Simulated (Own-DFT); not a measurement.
# Response to strain: wurtzite AlN, 72 atoms (Al36N36)

Calculated results; nothing here was measured. They come from Own-DFT, an in-house plane-wave density functional program, since retired, whose code no person has reviewed. Each row is one single-point run on a periodic cell that was not relaxed, without spin or spin-orbit coupling.

Settings of every run: PBE; PseudoDojo norm-conserving scalar-relativistic files; cutoff 42 hartree; 4 x 4 x 3 k mesh centred on Gamma; Gaussian smearing of 0.01 eV.

Known limits: k mesh not checked against a denser one; stress not checked against mesh or cutoff.

Unstrained cell vectors in Å: (9.336, 0.000, 0.000); (-4.668, 8.085, 0.000); (0.000, 0.000, 9.964). The unstrained cell has measured lattice constants (interpolated for alloys), not those of this functional. That, the random moves and any unrelaxed bonds set the pressure at no strain. Each run strains this cell uniformly, with the atoms carried along. Every atom was also moved at random, by a Gaussian of width 0.05 Å on each axis. Strain is the symmetric tensor, in per cent. Stress is positive in tension, and the pressure is minus a third of its trace.

| run | e_xx (%) | e_yy (%) | e_zz (%) | s_xx (GPa) | s_yy (GPa) | s_zz (GPa) | P (GPa) | E (meV/atom) |
|---|---|---|---|---|---|---|---|---|
| 1 | 0.00 | 0.00 | -0.50 | -7.72 | -3.89 | -8.42 | 6.67 | 14.8 |
| 2 | 0.00 | 0.00 | 1.75 | -4.56 | -3.70 | 2.87 | 1.80 | 0.0 |
| 3 | 0.00 | 0.00 | 1.50 | -3.54 | -4.04 | 0.51 | 2.36 | 3.4 |
| 4 | 0.00 | 0.00 | 0.25 | -4.97 | -6.13 | -4.08 | 5.06 | 16.6 |
| 5 | 0.00 | 0.00 | 0.75 | -4.14 | -5.61 | -1.76 | 3.84 | 9.9 |
| 6 | 0.00 | 0.00 | 2.50 | -2.87 | -3.11 | 4.17 | 0.60 | 8.5 |
| 7 | 0.00 | 0.00 | 1.00 | -4.99 | -6.24 | -0.68 | 3.97 | 20.3 |
| 8 | 0.00 | 0.00 | -1.75 | -6.29 | -6.38 | -16.18 | 9.61 | 32.4 |
| 9 | 0.00 | 0.00 | -1.25 | ? | ? | ? | ? | ? |

E is the free energy for each atom above the lowest run shown.

## Worked fit

The change of volume is close to e_xx + e_yy + e_zz. A straight line through the runs shown gives P = 5.71 - 214 x (fractional change of volume) GPa, with an error of 7 on the slope and a scatter of 0.25 GPa. The strain isn't the same on all axes and the cell isn't cubic, so the slope belongs to this path and is not the bulk modulus.

## Withheld run

Question: what pressure should run 9 give? Its volume changes by -1.25 %.

The line gives 8.4 GPa. The calculation gave 8.24 GPa.
